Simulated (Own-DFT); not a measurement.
GaN (wurtzite, strained, atoms displaced) (calculated)

All values are calculated (Own-DFT development build). A calculation, not a measurement: plane-wave PBE density functional theory by an unreviewed code, no spin, of a simulated periodic cell, stress positive in tension, free energy of the whole cell less one offset for each atom, forces on such cells passed a denser k mesh, this cell's mesh not checked; offsets are fitted by least squares, one for each functional and potential file, so energies compare only between cells with the same atoms and settings and are not formation energies; the far tail of each file's local potential was reset to the Coulomb form; each entry is a single point on an unrelaxed cell, so the pressure reflects the starting lattice, mostly measured values (interpolated for alloys), from which strain is counted, and rises with the displacements; printed positions are rounded, which can move forces by about a meV/angstrom; the program, named Own-DFT, is a retired in-house code; no spin-orbit coupling.

Common to all runs: functional PBE; potential files PseudoDojo norm-conserving, scalar-relativistic, standard set with the stringent files for Ga; wave cutoff 96 hartree; occupations Gaussian; smearing width 0.01 eV; k mesh 3 x 4 x 3 centred on Gamma.

```json
{"entry": 1, "formula": "GaN", "kind": "wurtzite, strained, atoms displaced", "structure": {"cell_angstrom": [[12.756, 0.0, 0.0], [-4.7835, 8.2853, 0.0], [0.0, 0.0, 10.1626]], "atoms_fractional": [["Ga", 0.07844, 0.22999, 0.00022], ["Ga", 0.1758, 0.1152, 0.24044], ["N", 0.07477, 0.21108, 0.19403], ["N", 0.16353, 0.11694, 0.43277], ["Ga", 0.08294, 0.22873, 0.50621], ["Ga", 0.16483, 0.0996, 0.75306], ["N", 0.07271, 0.20923, 0.69375], ["N", 0.17014, 0.11396, 0.92783], ["Ga", 0.08331, 0.55858, 0.00812], ["Ga", 0.16608, 0.44437, 0.24117], ["N", 0.08112, 0.55448, 0.18922], ["N", 0.17079, 0.45179, 0.43545], ["Ga", 0.08, 0.55469, 0.50886], ["Ga", 0.17201, 0.45151, 0.75764], ["N", 0.08176, 0.55828, 0.68444], ["N", 0.16568, 0.44038, 0.93579], ["Ga", 0.08846, 0.88902, 0.99672], ["Ga", 0.16329, 0.77292, 0.24881], ["N", 0.08283, 0.89227, 0.18457], ["N", 0.16637, 0.78035, 0.42828], ["Ga", 0.08459, 0.89466, 0.50298], ["Ga", 0.17505, 0.7845, 0.75247], ["N", 0.09345, 0.89872, 0.68978], ["N", 0.16791, 0.77897, 0.93874], ["Ga", 0.33494, 0.2237, 0.00699], ["Ga", 0.40749, 0.1098, 0.25438], ["N", 0.32818, 0.22226, 0.18934], ["N", 0.41317, 0.10606, 0.43918], ["Ga", 0.33917, 0.23034, 0.49464], ["Ga", 0.42364, 0.11654, 0.74805], ["N", 0.33355, 0.22097, 0.68914], ["N", 0.41632, 0.10213, 0.93585], ["Ga", 0.33504, 0.56614, 0.99587], ["Ga", 0.4077, 0.44295, 0.24472], ["N", 0.33972, 0.56749, 0.18054], ["N", 0.41939, 0.44362, 0.43582], ["Ga", 0.32627, 0.55113, 0.49974], ["Ga", 0.41694, 0.44861, 0.75551], ["N", 0.33337, 0.57205, 0.69244], ["N", 0.41524, 0.45406, 0.93793], ["Ga", 0.33639, 0.8899, 0.99131], ["Ga", 0.41911, 0.77908, 0.25159], ["N", 0.33752, 0.88804, 0.18752], ["N", 0.41372, 0.77354, 0.44406], ["Ga", 0.33606, 0.89023, 0.50467], ["Ga", 0.41803, 0.77341, 0.75131], ["N", 0.33068, 0.88264, 0.68808], ["N", 0.41477, 0.78782, 0.93717], ["Ga", 0.58739, 0.2282, 0.0056], ["Ga", 0.66863, 0.11924, 0.2473], ["N", 0.58174, 0.22762, 0.1836], ["N", 0.66949, 0.12035, 0.44816], ["Ga", 0.58143, 0.22734, 0.50882], ["Ga", 0.66484, 0.10213, 0.75238], ["N", 0.58654, 0.22851, 0.68806], ["N", 0.66856, 0.10603, 0.93238], ["Ga", 0.5774, 0.55678, 0.01213], ["Ga", 0.6638, 0.44053, 0.23899], ["N", 0.57773, 0.55547, 0.17674], ["N", 0.66713, 0.44537, 0.44128], ["Ga", 0.57718, 0.55072, 0.4857], ["Ga", 0.67639, 0.4479, 0.74777], ["N", 0.58611, 0.55782, 0.69224], ["N", 0.6657, 0.44505, 0.93897], ["Ga", 0.58049, 0.87358, 0.00102], ["Ga", 0.66905, 0.78185, 0.24861], ["N", 0.57969, 0.88692, 0.19004], ["N", 0.66812, 0.78128, 0.43312], ["Ga", 0.58082, 0.88143, 0.50555], ["Ga", 0.6699, 0.78526, 0.74631], ["N", 0.58302, 0.8843, 0.69182], ["N", 0.66328, 0.76365, 0.94217], ["Ga", 0.82989, 0.2289, 0.00881], ["Ga", 0.91768, 0.10567, 0.25046], ["N", 0.83264, 0.21912, 0.194], ["N", 0.919, 0.11197, 0.43919], ["Ga", 0.83036, 0.20597, 0.50263], ["Ga", 0.91622, 0.11309, 0.74685], ["N", 0.83365, 0.21549, 0.69926], ["N", 0.91898, 0.11786, 0.93368], ["Ga", 0.83055, 0.55191, 0.99385], ["Ga", 0.91352, 0.44029, 0.24841], ["N", 0.82517, 0.54475, 0.19506], ["N", 0.91577, 0.4475, 0.44783], ["Ga", 0.82861, 0.55349, 0.49937], ["Ga", 0.92217, 0.44405, 0.74761], ["N", 0.8323, 0.55549, 0.68382], ["N", 0.91868, 0.43942, 0.93373], ["Ga", 0.83084, 0.87239, 0.99864], ["Ga", 0.92074, 0.78198, 0.25049], ["N", 0.8275, 0.88676, 0.18249], ["N", 0.91272, 0.7786, 0.4474], ["Ga", 0.83736, 0.89064, 0.49671], ["Ga", 0.91892, 0.77926, 0.75516], ["N", 0.83845, 0.88548, 0.68531], ["N", 0.91167, 0.76659, 0.93491]]}, "results": {"free_energy_of_cell_above_offsets [eV]": "-1.820", "pressure [GPa]": 11.82, "stress_xx [GPa]": -8.6, "stress_yy [GPa]": -7.89, "stress_zz [GPa]": -18.96, "stress_yz [GPa]": 0.07, "stress_xz [GPa]": 0.73, "stress_xy [GPa]": -1.23, "force_element": ["Ga", "Ga", "N", "N", "Ga", "Ga", "N", "N", "Ga", "Ga", "N", "N", "Ga", "Ga", "N", "N", "Ga", "Ga", "N", "N", "Ga", "Ga", "N", "N", "Ga", "Ga", "N", "N", "Ga", "Ga", "N", "N", "Ga", "Ga", "N", "N", "Ga", "Ga", "N", "N", "Ga", "Ga", "N", "N", "Ga", "Ga", "N", "N", "Ga", "Ga", "N", "N", "Ga", "Ga", "N", "N", "Ga", "Ga", "N", "N", "Ga", "Ga", "N", "N", "Ga", "Ga", "N", "N", "Ga", "Ga", "N", "N", "Ga", "Ga", "N", "N", "Ga", "Ga", "N", "N", "Ga", "Ga", "N", "N", "Ga", "Ga", "N", "N", "Ga", "Ga", "N", "N", "Ga", "Ga", "N", "N"], "force_x [eV/angstrom]": [0.97, -3.878, 1.776, 0.997, 0.688, -0.276, 2.496, -0.303, -0.016, 0.315, -0.094, -1.255, 0.205, -1.042, 1.29, -0.284, -1.253, 0.616, 0.546, -0.018, 0.316, -1.384, -0.574, 0.332, 0.018, 1.832, 2.252, 0.401, -1.203, -0.95, -0.079, -0.425, -0.31, 1.024, -1.034, -2.134, 1.248, 0.672, 0.935, 0.343, -1.374, -0.63, -1.311, 0.562, -0.956, -0.489, 1.379, 2.25, -0.042, -0.706, -0.338, -0.757, 0.578, -0.172, 0.622, -0.775, 0.787, -1.179, 0.225, -1.031, 1.939, -2.133, -0.506, -0.32, -0.221, -0.886, 0.808, 0.003, -0.172, 1.451, -0.516, -0.156, 1.169, -1.247, 0.211, 0.042, -0.622, 0.007, -1.4, -0.662, 0.588, 0.0, 1.393, 0.458, 0.625, -1.296, 1.705, -0.514, -0.887, -0.844, 1.499, 1.712, -1.158, 0.468, -1.147, 1.206], "force_y [eV/angstrom]": [-1.91, -1.743, 1.955, 0.057, -0.181, 3.089, 2.437, 0.016, -0.354, -0.267, -0.417, -1.0, 0.712, -1.23, 0.447, 1.749, 0.626, 1.048, -0.429, -0.028, -0.066, -1.0, -3.111, -0.724, -0.137, -0.711, 1.28, 0.93, -1.71, -0.361, 0.746, 2.383, -0.499, 0.983, -1.474, 0.278, 0.745, -0.29, -3.586, -1.136, 0.442, 0.546, 0.269, 0.26, -0.82, 2.512, 1.422, -1.61, -1.326, -1.176, -1.515, -1.576, -0.25, 1.318, -0.917, -0.106, -1.077, 0.806, -0.361, -0.423, 1.532, 0.064, -0.116, -0.118, 1.771, -0.542, 0.925, -0.33, 0.952, -1.693, 0.355, 1.665, -1.531, -0.419, 0.161, -0.283, 2.136, -1.635, 0.794, -1.401, -0.764, 0.319, 1.901, -1.137, 0.316, -0.484, 0.572, 1.175, 2.154, -0.78, -0.018, -0.273, -0.034, -0.327, 0.562, 0.999], "force_z [eV/angstrom]": [-0.208, 2.004, -1.429, 0.435, -0.689, -1.931, -0.662, 4.177, -2.286, 1.04, 0.532, -0.181, -3.308, -2.305, 2.795, 2.159, -0.324, -0.875, 0.067, 2.741, -1.082, -0.638, -0.205, 0.352, -3.09, -0.892, -0.257, 0.389, 1.281, 0.015, -0.352, 0.635, -0.486, 0.297, 0.998, -0.907, 0.501, -1.693, -1.044, 1.34, 2.042, 0.667, -0.204, -0.472, -1.282, 0.056, 0.603, -0.273, -2.934, 1.298, 2.018, -1.198, -2.122, -1.119, 1.528, 2.719, -6.594, 1.96, 7.036, -1.482, 2.298, 0.514, -1.079, 0.175, -0.261, -0.436, -0.023, 0.948, -1.344, 0.551, -0.069, -1.004, -2.0, 0.13, 0.023, -0.203, 0.649, 1.131, -1.844, 1.641, 0.885, 1.775, -1.408, -1.19, -0.415, -0.515, 1.314, 1.368, -0.857, 0.453, 1.066, -1.739, 0.577, -2.379, 0.673, 1.433]}}
{"entry": 2, "formula": "GaN", "kind": "wurtzite, strained, atoms displaced", "structure": {"cell_angstrom": [[12.756, 0.0, 0.0], [-4.7835, 8.2853, 0.0], [0.0, 0.0, 10.1626]], "atoms_fractional": [["Ga", 0.08189, 0.22183, 0.00333], ["Ga", 0.16886, 0.11115, 0.24547], ["N", 0.081, 0.21515, 0.19192], ["N", 0.16241, 0.1129, 0.43133], ["Ga", 0.0789, 0.22362, 0.50143], ["Ga", 0.16209, 0.10896, 0.74974], ["N", 0.08772, 0.2212, 0.6988], ["N", 0.16175, 0.10397, 0.93511], ["Ga", 0.07706, 0.54651, 0.00241], ["Ga", 0.15972, 0.43284, 0.24033], ["N", 0.07887, 0.54416, 0.18421], ["N", 0.16638, 0.43775, 0.43995], ["Ga", 0.08229, 0.5558, 0.49757], ["Ga", 0.1706, 0.44138, 0.75189], ["N", 0.08334, 0.55716, 0.6841], ["N", 0.16928, 0.43555, 0.94404], ["Ga", 0.09346, 0.89642, 0.99764], ["Ga", 0.17007, 0.7781, 0.2463], ["N", 0.0777, 0.88735, 0.18525], ["N", 0.16768, 0.77426, 0.43804], ["Ga", 0.08268, 0.88245, 0.50262], ["Ga", 0.16644, 0.77788, 0.75857], ["N", 0.08192, 0.89035, 0.68648], ["N", 0.16978, 0.78228, 0.9309], ["Ga", 0.32813, 0.22447, 0.00542], ["Ga", 0.4196, 0.102, 0.24787], ["N", 0.34092, 0.2356, 0.18856], ["N", 0.4188, 0.1166, 0.44067], ["Ga", 0.33994, 0.22131, 0.50067], ["Ga", 0.41931, 0.1087, 0.75209], ["N", 0.33491, 0.2194, 0.69249], ["N", 0.41766, 0.10577, 0.93323], ["Ga", 0.33532, 0.55562, 0.00215], ["Ga", 0.41072, 0.44778, 0.24372], ["N", 0.33578, 0.56385, 0.19089], ["N", 0.40549, 0.43704, 0.44395], ["Ga", 0.33346, 0.56163, 0.50928], ["Ga", 0.41218, 0.43838, 0.75011], ["N", 0.33505, 0.55234, 0.68683], ["N", 0.40908, 0.44235, 0.94081], ["Ga", 0.32887, 0.89001, 0.00196], ["Ga", 0.41788, 0.78578, 0.25219], ["N", 0.33509, 0.87847, 0.19358], ["N", 0.41544, 0.77942, 0.4423], ["Ga", 0.33153, 0.89935, 0.50098], ["Ga", 0.4148, 0.77176, 0.7448], ["N", 0.33221, 0.88945, 0.69073], ["N", 0.41164, 0.77233, 0.93696], ["Ga", 0.58751, 0.22958, 0.00456], ["Ga", 0.66826, 0.10841, 0.25216], ["N", 0.58124, 0.2251, 0.18327], ["N", 0.66359, 0.10315, 0.44007], ["Ga", 0.58071, 0.22657, 0.50268], ["Ga", 0.66725, 0.11205, 0.7497], ["N", 0.57726, 0.223, 0.69284], ["N", 0.6628, 0.11018, 0.93234], ["Ga", 0.58926, 0.56582, 0.99808], ["Ga", 0.66521, 0.44972, 0.24264], ["N", 0.57735, 0.54861, 0.19346], ["N", 0.66476, 0.44375, 0.43181], ["Ga", 0.58115, 0.55541, 0.50126], ["Ga", 0.67662, 0.44773, 0.74664], ["N", 0.57598, 0.55967, 0.69302], ["N", 0.66122, 0.44089, 0.93552], ["Ga", 0.58468, 0.89314, 0.99692], ["Ga", 0.67033, 0.78427, 0.25225], ["N", 0.58237, 0.88429, 0.19047], ["N", 0.66452, 0.77937, 0.43643], ["Ga", 0.58045, 0.88651, 0.49784], ["Ga", 0.66434, 0.77831, 0.75832], ["N", 0.58843, 0.88699, 0.68834], ["N", 0.66097, 0.78391, 0.94551], ["Ga", 0.83918, 0.23149, 0.99991], ["Ga", 0.91405, 0.11017, 0.25645], ["N", 0.84345, 0.23256, 0.19013], ["N", 0.91644, 0.1079, 0.43204], ["Ga", 0.84065, 0.22808, 0.49424], ["Ga", 0.91413, 0.10466, 0.75934], ["N", 0.83525, 0.22507, 0.68345], ["N", 0.91932, 0.10836, 0.92675], ["Ga", 0.8317, 0.55018, 0.00222], ["Ga", 0.92332, 0.45201, 0.25472], ["N", 0.82584, 0.54611, 0.18351], ["N", 0.92085, 0.44951, 0.43224], ["Ga", 0.83243, 0.55893, 0.50298], ["Ga", 0.91981, 0.4405, 0.74593], ["N", 0.83132, 0.55267, 0.67795], ["N", 0.9181, 0.43769, 0.93878], ["Ga", 0.83926, 0.88851, 0.99664], ["Ga", 0.91735, 0.77746, 0.25278], ["N", 0.83649, 0.88395, 0.18068], ["N", 0.90901, 0.76749, 0.44], ["Ga", 0.84416, 0.90335, 0.50302], ["Ga", 0.92161, 0.78143, 0.74496], ["N", 0.8342, 0.88713, 0.68484], ["N", 0.92549, 0.78685, 0.94259]]}, "results": {"stress_zz [GPa]": null}}
```

Q: GaN (wurtzite, strained, atoms displaced) (entry 2): stress zz?
A: -19.13 GPa

Further results for GaN (wurtzite, strained, atoms displaced) (entry 2):

* free energy of cell above offsets: -2.854 eV
* pressure: 11.45 GPa
* stress xx: -6.62 GPa
* stress yy: -8.61 GPa
* stress yz: 1.07 GPa
* stress xz: 0.2 GPa
* stress xy: 0.42 GPa

Force:
```
element  x (eV/Å)  y (eV/Å)  z (eV/Å)
     Ga     0.329    -1.127    -0.565
     Ga     0.298     0.005     0.492
      N     -0.39    -0.269    -0.762
      N     0.835    -0.965     1.621
     Ga      1.66    -0.186      0.38
     Ga     1.987     0.016    -0.397
      N    -2.043     0.171    -1.754
      N     0.247     1.599      1.03
     Ga     1.525     1.029    -1.452
     Ga     1.337     1.331     1.716
      N     0.373     1.893     0.793
      N    -0.978     1.109    -0.554
     Ga     1.306    -0.282    -0.196
     Ga    -0.722     0.485     0.011
      N     0.603    -0.051     1.263
      N    -1.365     1.208    -0.411
     Ga    -1.035    -1.283     0.299
     Ga    -1.065     -0.63     0.372
      N     2.011    -0.108     0.431
      N    -0.507     0.532    -0.477
     Ga      -0.4         1    -1.598
     Ga     0.166    -0.028    -3.961
      N     1.005    -0.325     0.526
      N    -0.366    -1.418     3.921
     Ga     1.179    -0.374    -1.783
     Ga    -1.083     1.492     0.124
      N    -0.095    -2.888      0.46
      N     0.556    -0.981    -1.194
     Ga    -2.692     0.414     0.291
     Ga    -1.278    -0.161    -0.284
      N    -0.583    -0.612    -0.324
      N     -0.71     0.784     2.585
     Ga    -0.525     0.694     0.055
     Ga      0.79     0.627     2.061
      N    -1.165     -0.47    -0.043
      N     1.101     1.269    -0.796
     Ga    -0.012    -0.985    -2.841
     Ga     0.499    -0.117     0.392
      N    -0.847     0.097     1.864
      N     1.688     0.108    -0.201
     Ga     1.803    -0.075    -0.826
     Ga     2.209     -2.03     0.858
      N    -2.456     1.853    -1.297
      N    -0.717     0.344     0.081
     Ga     1.002    -1.206     0.351
     Ga     0.155     0.976     0.652
      N     0.119    -0.479    -0.372
      N      0.12     0.808     0.193
     Ga    -0.717     -1.47    -2.109
     Ga    -0.243     0.652    -0.649
      N      1.09    -0.714     1.951
      N     0.015     1.839     0.117
     Ga     1.367     -0.02    -0.318
     Ga     -0.27    -0.161    -1.423
      N     2.022     0.599     -0.83
      N     1.018     1.018     1.707
     Ga    -1.204    -1.501     0.627
     Ga    -0.096    -0.953     0.948
      N    -0.104     1.734    -1.148
      N     0.199     0.121     1.103
     Ga    -0.537     0.064    -0.466
     Ga    -2.709    -0.495     0.225
      N      1.96    -0.315    -0.084
      N     0.996     1.405     0.101
     Ga    -1.974     0.112     0.739
     Ga     0.319    -1.226    -0.768
      N    -0.216     1.114    -0.521
      N     1.092     0.128     0.925
     Ga     0.534    -0.238     0.509
     Ga     0.612    -0.306    -1.262
      N    -1.416     0.611     0.138
      N     2.636    -0.319    -0.614
     Ga     -0.31    -2.844     0.154
     Ga     0.619    -0.638    -3.184
      N    -0.938    -1.158    -0.087
      N    -0.243     1.066     2.274
     Ga    -1.374    -0.649     0.194
     Ga     0.015     0.614    -5.231
      N     0.312    -0.713     0.355
      N    -0.802     0.416     5.713
     Ga    -0.079     0.908    -1.437
     Ga    -1.572    -0.485    -1.832
      N     1.365     1.078     1.315
      N    -0.745    -0.228     2.097
     Ga    -0.299    -1.569    -2.831
     Ga    -0.433     0.502     -0.03
      N     1.417     0.627     3.181
      N    -1.135     1.638    -1.175
     Ga    -0.999     0.244    -0.187
     Ga    -0.418    -0.775    -0.691
      N    -0.908      0.82     1.603
      N     0.684     1.929    -0.169
     Ga    -1.279    -2.584    -0.784
     Ga    -0.822    -0.758     0.959
      N     -0.27     0.052      1.54
      N    -0.025    -1.965    -1.372
```
